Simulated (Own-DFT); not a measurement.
Simulation results for Al$_{3}$GaAs$_{4}$ (zincblende random alloy, strained, atoms displaced)

Computed with Own-DFT development build. A calculation, not a measurement: plane-wave density functional theory by an unreviewed code, no spin, of a simulated periodic cell, stress positive in tension, run twice, with PBE and with PBEsol, both on files made for PBE, so the change isn't that of files made for PBEsol, forces on such cells passed a denser k mesh, this cell's mesh not checked; the far tail of each file's local potential was reset to the Coulomb form; each entry is a single point on an unrelaxed cell, so the pressure reflects the starting lattice, mostly measured values (interpolated for alloys), from which strain is counted, and rises with the displacements; printed positions are rounded, which can move forces by about a meV/angstrom; the program, named Own-DFT, is a retired in-house code; no spin-orbit coupling; stress was not checked against mesh or cutoff.

```yaml
- formula: Al3GaAs4
  kind: "zincblende random alloy, strained, atoms displaced"
  structure:
    cell_angstrom:
      - [11.503, 0.1592, -0.0609]
      - [0.1592, 11.2705, 0.0486]
      - [-0.0609, 0.0486, 11.4195]
    atoms_fractional:
      - [Al, 0.99499, 0.00095, 0.005]
      - [Al, 0.99981, 0.25536, 0.2487]
      - [Al, 0.24703, 0.00462, 0.24912]
      - [Ga, 0.25158, 0.24529, 0.99667]
      - [As, 0.12941, 0.13288, 0.12495]
      - [As, 0.12631, 0.37107, 0.37725]
      - [As, 0.37449, 0.12837, 0.37943]
      - [As, 0.38318, 0.37246, 0.12087]
      - [Ga, 0.00179, 0.99846, 0.49747]
      - [Ga, 0.99977, 0.24871, 0.75311]
      - [Al, 0.25811, 0.00088, 0.74725]
      - [Al, 0.24895, 0.25239, 0.49867]
      - [As, 0.12224, 0.12504, 0.62098]
      - [As, 0.12325, 0.37116, 0.86857]
      - [As, 0.37199, 0.12197, 0.87319]
      - [As, 0.37845, 0.37872, 0.62316]
      - [Al, 0.00395, 0.50496, 0.99447]
      - [Al, 0.99505, 0.75516, 0.24223]
      - [Al, 0.25099, 0.49732, 0.24353]
      - [Al, 0.24935, 0.74707, 0.99464]
      - [As, 0.12459, 0.62251, 0.12877]
      - [As, 0.12447, 0.87515, 0.37846]
      - [As, 0.37505, 0.63266, 0.36824]
      - [As, 0.37187, 0.8797, 0.12185]
      - [Al, 0.00132, 0.49462, 0.50716]
      - [Al, 0.99928, 0.74767, 0.75362]
      - [Al, 0.2583, 0.50319, 0.74345]
      - [Ga, 0.25205, 0.74448, 0.50732]
      - [As, 0.12948, 0.62596, 0.62248]
      - [As, 0.12682, 0.86352, 0.8737]
      - [As, 0.38095, 0.61993, 0.87648]
      - [As, 0.37042, 0.88093, 0.6223]
      - [Al, 0.50149, 0.00266, 0.00096]
      - [Ga, 0.50069, 0.25438, 0.24585]
      - [Ga, 0.74819, 0.99942, 0.24935]
      - [Al, 0.75332, 0.24239, 0.99954]
      - [As, 0.62302, 0.12459, 0.12606]
      - [As, 0.6202, 0.37985, 0.37278]
      - [As, 0.87596, 0.1252, 0.36782]
      - [As, 0.8847, 0.36799, 0.12139]
      - [Al, 0.49425, 0.00398, 0.48969]
      - [Al, 0.50011, 0.24913, 0.75348]
      - [Al, 0.745, 0.99839, 0.74966]
      - [Al, 0.74768, 0.2531, 0.49796]
      - [As, 0.61995, 0.12931, 0.62432]
      - [As, 0.62119, 0.38154, 0.86943]
      - [As, 0.87687, 0.12552, 0.86779]
      - [As, 0.88509, 0.37407, 0.6171]
      - [Al, 0.50202, 0.50692, 0.99711]
      - [Ga, 0.50499, 0.75778, 0.24924]
      - [Al, 0.75001, 0.50331, 0.25068]
      - [Al, 0.74387, 0.74768, 0.00353]
      - [As, 0.62848, 0.62868, 0.11708]
      - [As, 0.61835, 0.86781, 0.36586]
      - [As, 0.8694, 0.6246, 0.38189]
      - [As, 0.87826, 0.87297, 0.12361]
      - [Al, 0.50378, 0.49595, 0.49512]
      - [Al, 0.49542, 0.74823, 0.76054]
      - [Al, 0.75082, 0.49748, 0.74879]
      - [Ga, 0.75187, 0.76039, 0.49834]
      - [As, 0.62742, 0.61861, 0.62198]
      - [As, 0.63137, 0.87484, 0.87809]
      - [As, 0.86995, 0.63039, 0.87474]
      - [As, 0.86601, 0.87097, 0.62832]
  settings:
    functional: "PBE, then PBEsol"
    potential_files: "PseudoDojo norm-conserving, scalar-relativistic, standard set"
    "wave_cutoff [hartree]": 42.0
    occupations: Fermi-Dirac
    "smearing_width [eV]": 0.1
    k_mesh: "3 x 3 x 3 centred on Gamma"
  results:
    "PBE_pressure [GPa]": 1.84
    "PBE_stress_xx [GPa]": -1.33
    "PBE_stress_yy [GPa]": -2.41
    "PBE_stress_zz [GPa]": -1.77
    "PBE_stress_yz [GPa]": 0.85
    "PBE_stress_xz [GPa]": -1.03
    "PBE_stress_xy [GPa]": 1.81
    "PBEsol_pressure [GPa]": -0.25
    "PBEsol_stress_xx [GPa]": 0.75
    "PBEsol_stress_yy [GPa]": -0.32
    "PBEsol_stress_zz [GPa]": 0.33
    "PBEsol_stress_yz [GPa]": 0.85
    "PBEsol_stress_xz [GPa]": -1.0
    "PBEsol_stress_xy [GPa]": 1.77
    force_element: [Al, Al, Al, Ga, As, As, As, As, Ga, Ga, Al, Al, As, As, As, As, Al, Al, Al, Al, As, As, As, As, Al, Al, Al, Ga, As, As, As, As, Al, Ga, Ga, Al, As, As, As, As, Al, Al, Al, Al, As, As, As, As, Al, Ga, Al, Al, As, As, As, As, Al, Al, Al, Ga, As, As, As, As]
    "PBE_force_x [eV/angstrom]": [1.023, 0.677, 0.273, 0.01, -0.818, -0.263, -0.562, -0.915, -0.656, 0.27, -1.506, 0.297, 0.398, 0.771, 0.701, -0.039, -0.192, 0.864, 0.389, 0.459, -0.108, 0.215, 0.145, 0.039, 0.775, -0.047, -0.524, 0.176, -0.896, -0.425, -1.355, 1.163, -0.092, 0.201, 0.18, -0.327, 0.206, 0.827, -0.332, -1.312, 0.965, -0.334, 0.165, 0.326, 0.264, 0.593, -0.48, -1.531, 0.631, -1.309, 0.365, 1.31, -0.779, 1.201, 0.824, -1.41, -0.803, 0.828, 0.554, -0.802, -0.472, -1.039, 0.109, 1.137]
    "PBE_force_y [eV/angstrom]": [0.048, -0.744, -0.338, 0.659, -0.503, 0.881, 0.584, 0.736, -0.021, -0.124, -0.105, -0.227, -0.01, 0.916, 0.257, -0.564, -0.419, -1.076, -0.256, -0.482, 0.481, -0.411, -0.805, -0.181, 0.98, -0.16, -0.444, 0.65, -0.276, 1.725, 0.609, -0.786, -0.401, -0.63, -0.309, 0.732, 0.178, -0.565, 0.169, 1.347, -0.867, 0.249, 0.391, -0.263, -0.462, -0.802, -0.621, -0.535, -1.013, -1.231, -0.45, 0.582, -0.6, 1.849, 0.133, 0.629, 1.099, 0.379, -0.021, -1.074, 0.994, 0.293, -0.573, 0.801]
    "PBE_force_z [eV/angstrom]": [-0.527, 0.684, 0.596, 0.076, -0.174, -0.716, -1.487, -0.729, 0.445, -0.715, 0.241, 0.905, 0.436, 0.188, -0.082, -0.361, 0.229, 1.809, 0.842, 1.05, -0.843, -0.789, 0.166, -0.153, -1.067, -0.462, 0.617, -0.815, 0.504, -0.314, -0.354, -0.107, -0.023, 0.932, 0.171, -0.091, -0.416, -0.738, 0.435, -0.621, 1.07, -0.057, -0.105, -0.044, -0.456, 0.618, 0.374, 1.115, 0.783, -1.288, -0.245, -0.284, 1.104, 1.355, -0.726, -0.692, 0.48, -1.231, -0.245, 0.133, 0.035, -0.24, -0.099, -0.098]
    "PBEsol_force_x [eV/angstrom]": [1.006, 0.671, 0.276, 0.001, -0.742, -0.263, -0.513, -0.872, -0.621, 0.265, -1.489, 0.292, 0.286, 0.745, 0.629, -0.033, -0.191, 0.85, 0.379, 0.454, -0.107, 0.199, 0.147, 0.096, 0.768, -0.045, -0.511, 0.159, -0.806, -0.418, -1.33, 1.085, -0.092, 0.194, 0.17, -0.318, 0.205, 0.758, -0.327, -1.282, 0.951, -0.33, 0.161, 0.318, 0.253, 0.573, -0.406, -1.447, 0.624, -1.265, 0.354, 1.288, -0.815, 1.212, 0.746, -1.442, -0.793, 0.813, 0.545, -0.766, -0.42, -1.014, 0.102, 1.087]
    "PBEsol_force_y [eV/angstrom]": [0.052, -0.731, -0.33, 0.624, -0.433, 0.86, 0.618, 0.608, -0.014, -0.119, -0.103, -0.22, -0.014, 0.782, 0.311, -0.552, -0.413, -1.059, -0.254, -0.476, 0.474, -0.389, -0.691, -0.224, 0.965, -0.156, -0.436, 0.641, -0.207, 1.686, 0.594, -0.828, -0.397, -0.601, -0.292, 0.723, 0.172, -0.608, 0.06, 1.318, -0.853, 0.248, 0.386, -0.264, -0.451, -0.779, -0.549, -0.581, -0.998, -1.176, -0.44, 0.578, -0.542, 1.737, 0.191, 0.668, 1.083, 0.371, -0.02, -1.054, 1.011, 0.286, -0.555, 0.756]
    "PBEsol_force_z [eV/angstrom]": [-0.52, 0.672, 0.588, 0.067, -0.234, -0.7, -1.505, -0.689, 0.411, -0.706, 0.237, 0.888, 0.428, 0.178, -0.016, -0.353, 0.228, 1.785, 0.829, 1.034, -0.831, -0.656, 0.174, -0.099, -1.051, -0.457, 0.601, -0.797, 0.433, -0.308, -0.347, -0.159, -0.016, 0.887, 0.156, -0.087, -0.291, -0.782, 0.427, -0.614, 1.05, -0.057, -0.107, -0.043, -0.445, 0.602, 0.308, 1.157, 0.77, -1.237, -0.238, -0.278, 1.132, 1.26, -0.649, -0.638, 0.474, -1.211, -0.24, 0.119, -0.002, -0.232, -0.097, -0.205]
    "rms_change_of_force_components_from_PBE_to_PBEsol [eV/angstrom]": 0.04
```
